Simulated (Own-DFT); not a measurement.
Simulation results for Si12O23 (quartz with two neutral oxygen vacancies, strained, atoms displaced)

Computed with Own-DFT development build. A calculation, not a measurement: plane-wave PBE and HSE06 DFT by an unreviewed code, no spin, of a simulated cell at Gamma alone, so results move with cell size and shape, stress positive in tension, energies less offsets, not probed for a lower state with spin; oxygen file: force components 24 meV/angstrom off all-electron in a glass; k mesh not checked against a denser one; forces and stress are PBE's, HSE06 gives the energy alone, and its difference from PBE has offsets of its own; offsets are fitted by least squares, one for each functional and potential file, so energies compare only between cells with the same atoms and settings and are not formation energies; the far tail of each file's local potential was reset to the Coulomb form; each entry is a single point on an unrelaxed cell, so the pressure reflects the starting lattice, mostly measured values (interpolated for alloys), from which strain is counted, and rises with the displacements; printed positions are rounded, which can move forces by about a meV/angstrom; the program, named Own-DFT, is a retired in-house code; no spin-orbit coupling.

Settings shared by all entries: first functional PBE; second functional HSE06; exact exchange share 0.25; screening 0.11 1/bohr; exchange divergence Gygi-Baldereschi; potential files PseudoDojo norm-conserving, scalar-relativistic, made for PBE, standard set; wave cutoff 48 hartree; occupations fixed; k mesh 1 x 1 x 1 centred on Gamma.

(1) Si12O23 (quartz with two neutral oxygen vacancies, strained, atoms displaced)

```
Si12O23
1.0
      9.7080    -0.1125     0.1763
     -4.9514     8.6668    -0.2302
      0.1940    -0.1805    10.9620
Si O Si O Si O Si O Si O Si O Si O Si O
3 6 3 5 3 5 3 6 3 6 3 6 3 6 3 6
Direct
  0.22799 0.99627 0.99662
  0.99502 0.22816 0.33743
  0.26485 0.24903 0.16578
  0.20986 0.14104 0.06304
  0.42781 0.30013 0.23029
  0.37080 0.07589 0.39218
  0.07691 0.37272 0.43775
  0.12755 0.21617 0.27198
  0.29821 0.42417 0.10439
  0.22243 0.99284 0.50049
  0.00806 0.23202 0.83803
  0.27167 0.25917 0.67617
  0.43595 0.30284 0.71841
  0.38499 0.08191 0.89709
  0.07852 0.35988 0.94960
  0.13377 0.19528 0.76229
  0.29235 0.42318 0.61403
  0.23391 0.50053 0.00926
  0.00275 0.71533 0.33418
  0.26379 0.78261 0.16305
  0.19440 0.61555 0.06092
  0.41586 0.78404 0.23115
  0.35682 0.56522 0.39805
  0.14005 0.71293 0.27671
  0.28973 0.92829 0.12265
  0.24312 0.50738 0.50674
  0.98652 0.72978 0.83927
  0.26031 0.76689 0.66282
  0.19216 0.62449 0.55343
  0.41890 0.78841 0.72703
  0.35842 0.58047 0.90337
  0.07094 0.86440 0.94061
  0.12840 0.69493 0.77804
  0.28753 0.94444 0.60442
  0.71725 0.99771 0.01382
  0.50117 0.23422 0.33550
  0.74876 0.26319 0.16267
  0.68988 0.12209 0.05983
  0.93645 0.27575 0.21911
  0.86413 0.07097 0.38839
  0.57908 0.37014 0.44715
  0.65337 0.22396 0.27974
  0.79284 0.43613 0.09961
  0.73976 0.99941 0.50492
  0.50365 0.23540 0.83277
  0.76581 0.26030 0.66177
  0.70956 0.13682 0.55388
  0.92385 0.29663 0.72228
  0.85651 0.06159 0.89280
  0.56119 0.35857 0.93298
  0.64688 0.21259 0.77909
  0.78448 0.42930 0.60186
  0.72497 0.50845 0.99103
  0.49604 0.74358 0.32890
  0.75555 0.74529 0.17366
  0.70537 0.62528 0.05145
  0.91617 0.78914 0.22670
  0.85946 0.57975 0.38561
  0.56225 0.87068 0.43396
  0.63256 0.71307 0.28416
  0.79739 0.92561 0.11319
  0.76201 0.51506 0.50454
  0.48746 0.71815 0.83160
  0.75384 0.75296 0.66806
  0.71214 0.62962 0.55167
  0.93402 0.79345 0.72413
  0.86675 0.56476 0.90057
  0.57880 0.87561 0.94759
  0.63182 0.71982 0.77803
  0.78436 0.92071 0.61124
```

Results for Si12O23 (quartz with two neutral oxygen vacancies, strained, atoms displaced): PBE energy of cell above offsets -4.794 eV; HSE06 less PBE above offsets 1.044 eV; PBE pressure 9 GPa; PBE stress xx -13.35 GPa; PBE stress yy -6.58 GPa; PBE stress zz -7.06 GPa; PBE stress yz -3.68 GPa; PBE stress xz 9.42 GPa; PBE stress xy -1.18 GPa.

Force:
| element | x (eV/Å) | y (eV/Å) | z (eV/Å) |
| --- | --- | --- | --- |
| Si | 2.828 | 3.302 | 1.915 |
| Si | -2.447 | 4.069 | -0.048 |
| Si | -4.232 | 9.656 | 7.209 |
| O | 1.301 | -8.461 | -8.177 |
| O | 2.63 | -0.945 | 1.085 |
| O | -0.714 | -1.464 | 0.33 |
| O | -0.555 | -0.822 | 0.956 |
| O | 6.846 | -1.411 | -2.463 |
| O | 0.821 | -1.013 | 0.432 |
| Si | -3.696 | 2.238 | -3.77 |
| Si | -4.013 | -1.548 | -0.303 |
| Si | -0.401 | 1.638 | -9.6 |
| O | 5.53 | -0.12 | 3.824 |
| O | -2.801 | -4.226 | 2.207 |
| O | -1.009 | -1.901 | -2.076 |
| O | -4.623 | -2.229 | 5.089 |
| O | -0.26 | -0.005 | -0.043 |
| Si | 4.053 | -5.528 | 1.05 |
| Si | -5.255 | 8.833 | 0.556 |
| Si | 5.872 | -11.69 | 2.904 |
| O | -5.223 | 8.086 | 4.509 |
| O | -2.595 | 1.376 | -3.559 |
| O | 3.525 | 4.387 | -4.049 |
| O | 5.092 | -1.002 | -3.102 |
| O | -4.45 | 8.782 | -6.212 |
| Si | -0.086 | -6.117 | 0.778 |
| Si | 2.553 | -1.437 | -3.082 |
| Si | -1.187 | 0.119 | -0.357 |
| O | -2.158 | 4.324 | 2.982 |
| O | 1.026 | -0.309 | 0.387 |
| O | 1.592 | -0.607 | -1.818 |
| O | -0.863 | -0.024 | 0.635 |
| O | -1.226 | 1.291 | -0.445 |
| O | 4.421 | -4.93 | 5.051 |
| Si | 11.32 | -2.064 | -0.435 |
| Si | -0.946 | 3.415 | 1.81 |
| Si | 6.634 | 3.795 | -3.368 |
| O | -4.983 | 6.326 | 3.263 |
| O | -5.104 | 0.673 | -2.061 |
| O | -0.888 | -3.097 | 2.611 |
| O | 0.595 | -0.272 | -1.185 |
| O | -3.033 | -1.594 | 3.095 |
| O | -0.298 | -2.493 | 0.508 |
| Si | -1.172 | -1.539 | -2.587 |
| Si | 0.047 | -0.482 | -5.252 |
| Si | -1.467 | 3.082 | 0.311 |
| O | -0.36 | -0.944 | -0.607 |
| O | 4.533 | -0.271 | 2.653 |
| O | 0.798 | 2.388 | -0.047 |
| O | 0.151 | 5.108 | 3.899 |
| O | -0.994 | -0.281 | -0.587 |
| O | 4.501 | -3.848 | 5.175 |
| Si | 5.607 | -11.8 | -0.854 |
| Si | -0.524 | -4.254 | 3.375 |
| Si | -3.362 | 3.939 | -2.96 |
| O | -7.213 | 8.684 | 5.847 |
| O | 5.646 | -0.761 | 2.551 |
| O | -0.153 | -3.939 | -0.036 |
| O | 1.284 | 2.627 | 3.001 |
| O | 1.469 | -1.383 | -1.1 |
| O | -1.214 | -1.471 | -0.462 |
| Si | -4.19 | -5.333 | -3.9 |
| Si | -5.429 | 5.709 | 2.575 |
| Si | 2.163 | 2.73 | -2.041 |
| O | -3.376 | 4.572 | 3.488 |
| O | -2.08 | -1.024 | 0.315 |
| O | 1.446 | 2.047 | -3.212 |
| O | -4.803 | -7.866 | -5.053 |
| O | 4.704 | -1.644 | -1.582 |
| O | 0.392 | -1.042 | 0.053 |

(2) Si12O23 (quartz with two neutral oxygen vacancies, strained, atoms displaced)

```
Si12O23
1.0
      9.9865    -0.1040    -0.0436
     -5.0833     8.6218    -0.0016
     -0.0480    -0.0297    10.8436
Si O Si O Si O Si O Si O Si O Si O Si O
3 6 3 5 3 6 3 5 3 6 3 6 3 6 3 6
Direct
  0.24535 0.00510 0.00202
  0.00972 0.23648 0.34014
  0.27554 0.27446 0.16712
  0.21262 0.12578 0.05707
  0.43491 0.28885 0.22780
  0.36221 0.06074 0.39721
  0.07683 0.36789 0.45045
  0.13794 0.19822 0.27144
  0.28710 0.42341 0.10792
  0.22506 0.98730 0.49803
  0.01670 0.24128 0.83409
  0.27578 0.27499 0.66983
  0.21601 0.14468 0.54943
  0.41638 0.28754 0.72998
  0.07424 0.36651 0.93830
  0.14296 0.21109 0.78828
  0.28181 0.41547 0.60131
  0.23492 0.50273 0.99286
  0.99311 0.74999 0.33232
  0.25793 0.77278 0.15519
  0.20206 0.63606 0.07043
  0.43489 0.77634 0.22044
  0.36448 0.57245 0.39165
  0.05850 0.85551 0.44724
  0.12147 0.69617 0.28501
  0.30978 0.93580 0.11897
  0.22650 0.49068 0.49200
  0.00337 0.74135 0.82995
  0.26496 0.76285 0.67329
  0.20483 0.65131 0.56159
  0.42706 0.78401 0.71549
  0.35452 0.56457 0.88914
  0.15729 0.71299 0.77829
  0.28857 0.92397 0.60835
  0.73878 0.01175 0.01017
  0.52117 0.25008 0.33248
  0.77308 0.27328 0.16334
  0.69684 0.13157 0.06416
  0.92667 0.29013 0.21873
  0.86378 0.07535 0.39515
  0.58498 0.36930 0.44794
  0.62223 0.19979 0.27282
  0.79006 0.42824 0.09889
  0.74025 0.99633 0.49814
  0.47744 0.21678 0.82050
  0.75925 0.25823 0.66437
  0.70386 0.13333 0.57270
  0.92145 0.29348 0.72329
  0.86762 0.07601 0.90572
  0.57120 0.35798 0.93739
  0.63073 0.20204 0.77900
  0.78549 0.40817 0.60794
  0.74464 0.50641 0.99805
  0.49409 0.73963 0.33562
  0.77888 0.77651 0.16466
  0.69105 0.61887 0.06323
  0.91854 0.79028 0.22683
  0.86092 0.58141 0.39394
  0.57812 0.87060 0.44416
  0.63267 0.69971 0.27529
  0.81327 0.93455 0.11403
  0.74640 0.51783 0.48502
  0.51126 0.74926 0.82828
  0.76352 0.75929 0.65803
  0.71059 0.63124 0.55895
  0.91459 0.79297 0.73668
  0.87081 0.58127 0.88691
  0.57672 0.87478 0.94159
  0.63712 0.70561 0.77766
  0.78867 0.92092 0.60919
```

It finds PBE energy of cell above offsets -7.681 eV; HSE06 less PBE above offsets 1.210 eV; PBE pressure 6.2 GPa; PBE stress xx -5.51 GPa; PBE stress yy -6.37 GPa; PBE stress zz -6.73 GPa; PBE stress yz -1.44 GPa; PBE stress xz -2.52 GPa; PBE stress xy -1.55 GPa.

Force:
| element | x (eV/Å) | y (eV/Å) | z (eV/Å) |
| --- | --- | --- | --- |
| Si | 2.506 | -2.3 | -4.172 |
| Si | -0.648 | -0.66 | -3.011 |
| Si | 1.528 | -2.465 | -0.446 |
| O | -2.637 | 3.891 | 2.992 |
| O | -2.352 | 1.047 | -1.37 |
| O | 0.73 | 2.279 | -1.588 |
| O | -6.449 | -8.05 | -4.926 |
| O | -2.148 | 0.744 | 1.425 |
| O | -0.783 | 1.329 | -1.123 |
| Si | 1.805 | 4.043 | 1.663 |
| Si | -7.127 | -2.452 | -1.26 |
| Si | -5.504 | -4.07 | -3.21 |
| O | 0.068 | -0.801 | 1.305 |
| O | 1.826 | 2.699 | -1.373 |
| O | -0.978 | 1.284 | 1.691 |
| O | 3.526 | -0.104 | -2.825 |
| O | -0.471 | 2.283 | -0.145 |
| Si | -1.105 | 0.43 | 4.543 |
| Si | 5.496 | -4.428 | -0.034 |
| Si | 2.949 | -3.249 | 9.019 |
| O | 1.335 | -5.255 | -5.055 |
| O | -5.682 | 1.924 | -4.273 |
| O | -0.555 | -0.728 | 0.811 |
| O | -1.209 | 1.49 | 1.547 |
| O | -0.345 | 2.332 | -2.349 |
| O | -1.905 | 5.033 | -2.475 |
| Si | 4.99 | 10.87 | 6.156 |
| Si | 3.529 | 1.601 | 1.499 |
| Si | 2.113 | 3.824 | -4.996 |
| O | 2.123 | -5.752 | -4.45 |
| O | 2.24 | 0.828 | 1.248 |
| O | 2.633 | 3.942 | -2.761 |
| O | -7.072 | -1.738 | 6.441 |
| O | -0.405 | 0.105 | 0.896 |
| Si | 1.623 | -2.297 | -0.764 |
| Si | -5.702 | -3.146 | 4.125 |
| Si | -3.151 | -0.979 | 0.691 |
| O | -0.388 | 0.565 | 0.554 |
| O | 2.986 | 0.015 | 2.877 |
| O | 2.047 | 1.741 | -1.832 |
| O | -1.427 | -1.129 | -1.492 |
| O | 6.739 | 0.244 | -3.474 |
| O | 2.96 | -1.609 | 3.179 |
| Si | -3.128 | 2.201 | 4.356 |
| Si | 5.867 | -1.157 | 7.197 |
| Si | -0.526 | 2.392 | 6.525 |
| O | 2.641 | -8.512 | -7.474 |
| O | 4.261 | -0.565 | 2.85 |
| O | 1.551 | 2.053 | -1.689 |
| O | 0.447 | 0.597 | -0.349 |
| O | -1.373 | -0.368 | -0.325 |
| O | -2.786 | 6.437 | -3.789 |
| Si | -4.756 | -1.481 | -3.446 |
| Si | 5.047 | -1.493 | 1.045 |
| Si | -7.927 | -6.141 | -0.99 |
| O | 1.122 | 2.356 | 0.71 |
| O | 4.051 | 1.713 | 0.26 |
| O | 6.786 | 4.948 | -8.841 |
| O | -1.378 | -1.614 | -1.045 |
| O | -0.105 | 1.55 | 0.049 |
| O | -2.462 | 3.122 | -2.206 |
| Si | -3.918 | -8.015 | 11.67 |
| Si | -0.234 | -2.455 | 0.872 |
| Si | -1.723 | 1.267 | 4.383 |
| O | -0.666 | -0.53 | -1.083 |
| O | 1.289 | 0.763 | -1.095 |
| O | 0.151 | -0.949 | 0.906 |
| O | 0.008 | -0.445 | 0.043 |
| O | -0.271 | 0.275 | -1.108 |
| O | 0.322 | 0.72 | -0.686 |

(3) Si12O23 (quartz with two neutral oxygen vacancies, strained, atoms displaced)

```
Si12O23
1.0
      9.9173    -0.1121    -0.0161
     -5.0557     8.7191     0.1299
     -0.0177     0.1547    10.9289
Si O Si O Si O Si O Si O Si O Si O Si O
3 6 3 6 3 6 3 4 3 6 3 6 3 6 3 6
Direct
  0.23420 0.99938 0.99956
  0.99763 0.22983 0.33500
  0.26532 0.26447 0.16639
  0.21024 0.13718 0.05790
  0.42963 0.29345 0.22865
  0.37045 0.07766 0.39117
  0.07447 0.37090 0.44257
  0.13134 0.20206 0.27615
  0.29079 0.42347 0.10143
  0.23663 0.00349 0.50279
  0.00132 0.23871 0.83378
  0.26255 0.26546 0.66945
  0.20880 0.13312 0.56048
  0.42766 0.29704 0.71823
  0.36139 0.06918 0.89456
  0.07268 0.36609 0.93705
  0.13614 0.20511 0.77716
  0.29139 0.43028 0.61019
  0.23952 0.49919 0.00352
  0.99862 0.73494 0.33411
  0.25886 0.76734 0.16469
  0.20801 0.63281 0.06004
  0.43031 0.79397 0.22075
  0.36160 0.56983 0.39523
  0.07861 0.86726 0.43937
  0.13147 0.71019 0.27207
  0.29663 0.92952 0.10846
  0.23604 0.50168 0.50034
  0.00515 0.74290 0.83267
  0.27115 0.76857 0.67131
  0.20752 0.63366 0.56290
  0.37244 0.57633 0.89444
  0.08388 0.87572 0.93916
  0.29469 0.92895 0.60724
  0.73253 0.99758 0.99920
  0.50814 0.24255 0.33334
  0.76075 0.25877 0.16819
  0.70212 0.13404 0.05857
  0.92085 0.29262 0.22332
  0.86972 0.08067 0.39498
  0.56985 0.36517 0.43730
  0.63393 0.20800 0.27352
  0.79122 0.43267 0.10540
  0.73610 0.99697 0.49674
  0.50687 0.23184 0.82842
  0.76545 0.26453 0.66788
  0.70967 0.12770 0.55615
  0.92123 0.28754 0.73218
  0.86542 0.06895 0.89447
  0.57407 0.36413 0.94046
  0.63031 0.20402 0.77263
  0.78792 0.42201 0.60891
  0.73853 0.49812 0.99476
  0.50311 0.73716 0.33130
  0.76779 0.76290 0.16841
  0.70895 0.63329 0.05792
  0.92509 0.79201 0.22479
  0.86899 0.57808 0.39172
  0.57881 0.87080 0.44299
  0.63253 0.70376 0.27586
  0.79103 0.91802 0.11135
  0.73182 0.50210 0.49965
  0.49990 0.73191 0.83241
  0.76436 0.76284 0.66715
  0.70515 0.63735 0.56169
  0.92556 0.79008 0.72579
  0.86671 0.57049 0.88998
  0.57457 0.86883 0.93812
  0.63430 0.70345 0.77410
  0.80101 0.93002 0.60291
```

Results for Si12O23 (quartz with two neutral oxygen vacancies, strained, atoms displaced): PBE energy of cell above offsets -21.089 eV; HSE06 less PBE above offsets 0.933 eV; PBE pressure 0.78 GPa; PBE stress xx -2.67 GPa; PBE stress yy 0.82 GPa; PBE stress zz -0.49 GPa; PBE stress yz 4.31 GPa; PBE stress xz 0.25 GPa; PBE stress xy -3.35 GPa.

Force:
| element | x (eV/Å) | y (eV/Å) | z (eV/Å) |
| --- | --- | --- | --- |
| Si | 0.646 | 2.676 | 2.796 |
| Si | 0.481 | 5.258 | -1.39 |
| Si | 0.897 | -0.821 | 0.141 |
| O | 0.305 | -0.292 | 0.396 |
| O | -1.565 | 0.562 | -1.392 |
| O | -0.379 | -0.224 | 0.854 |
| O | -0.599 | -2.031 | -1.668 |
| O | 0.03 | 0.485 | -0.53 |
| O | 2.036 | -1.598 | 2.771 |
| Si | 0.459 | 0.222 | -1.555 |
| Si | 1.663 | -1.946 | 1.22 |
| Si | 0.347 | 0.007 | -2.256 |
| O | -0.681 | 0.896 | 0.809 |
| O | 2.581 | -0.527 | 1.985 |
| O | 2.126 | 2.344 | -2.273 |
| O | 0.776 | 1.313 | 0.943 |
| O | -1.771 | -0.103 | 0.932 |
| O | 0.472 | -1.002 | 0.499 |
| Si | -3.453 | 1.525 | -2.702 |
| Si | 0.783 | 2.82 | -0.434 |
| Si | 2.857 | -1.259 | -0.191 |
| O | 0.261 | -0.136 | 0.135 |
| O | -0.725 | -0.255 | 0.435 |
| O | 1.945 | 2.505 | -2.17 |
| O | -0.408 | -0.462 | -0.391 |
| O | -0.135 | -0.446 | 0.392 |
| O | -0.64 | 0.703 | -0.651 |
| Si | -1.615 | -0.038 | 1.879 |
| Si | 2.69 | -0.926 | -0.267 |
| Si | -0.349 | -1.048 | 1.506 |
| O | 0.217 | 0.434 | 0.31 |
| O | -0.74 | -1.93 | 1.169 |
| O | -2.707 | -3.276 | -1.476 |
| O | 0.801 | -0.293 | 0.52 |
| Si | 0.286 | 0.588 | 2.346 |
| Si | -0.95 | -2.217 | -0.282 |
| Si | -1.218 | 2.119 | -2.941 |
| O | 0.99 | -1.133 | -0.36 |
| O | 3.11 | -0.22 | 1.931 |
| O | -0.377 | -2.678 | 0.333 |
| O | 0.848 | 2.306 | 1.731 |
| O | -0.312 | -0.364 | 0.829 |
| O | 1.971 | -2.809 | 2.108 |
| Si | 0.415 | 1.522 | 2.355 |
| Si | -5.937 | 1.336 | 2.559 |
| Si | 0.474 | -2.026 | -2.393 |
| O | -0.725 | 2.073 | 2.054 |
| O | -0.681 | 0.744 | -1.279 |
| O | 0.679 | 1.281 | -0.581 |
| O | -0.179 | -1.44 | -1.78 |
| O | 2.934 | -0.895 | -1.272 |
| O | -0.654 | 0.887 | -1.038 |
| Si | -2.631 | 0.992 | 1.677 |
| Si | -1.182 | -0.095 | 0.912 |
| Si | -1.433 | -2.588 | -1.715 |
| O | 0.458 | -0.06 | 0.124 |
| O | 2.124 | 0.347 | 1.3 |
| O | -1.408 | -2.314 | 1.801 |
| O | -1.579 | -3.267 | -2.557 |
| O | 0.261 | -0.137 | 0.196 |
| O | -1.814 | 2.619 | -1.961 |
| Si | -0.053 | 0.002 | 0.576 |
| Si | -0.885 | 2.716 | -1.34 |
| Si | -0.028 | 1.67 | -0.724 |
| O | 0.972 | -1.87 | -1.322 |
| O | -0.592 | 0.679 | -0.497 |
| O | 1.291 | 1.78 | -1.516 |
| O | -0.62 | -1.301 | -0.922 |
| O | -0.707 | -0.051 | 0.484 |
| O | 0.542 | -1.333 | 0.819 |
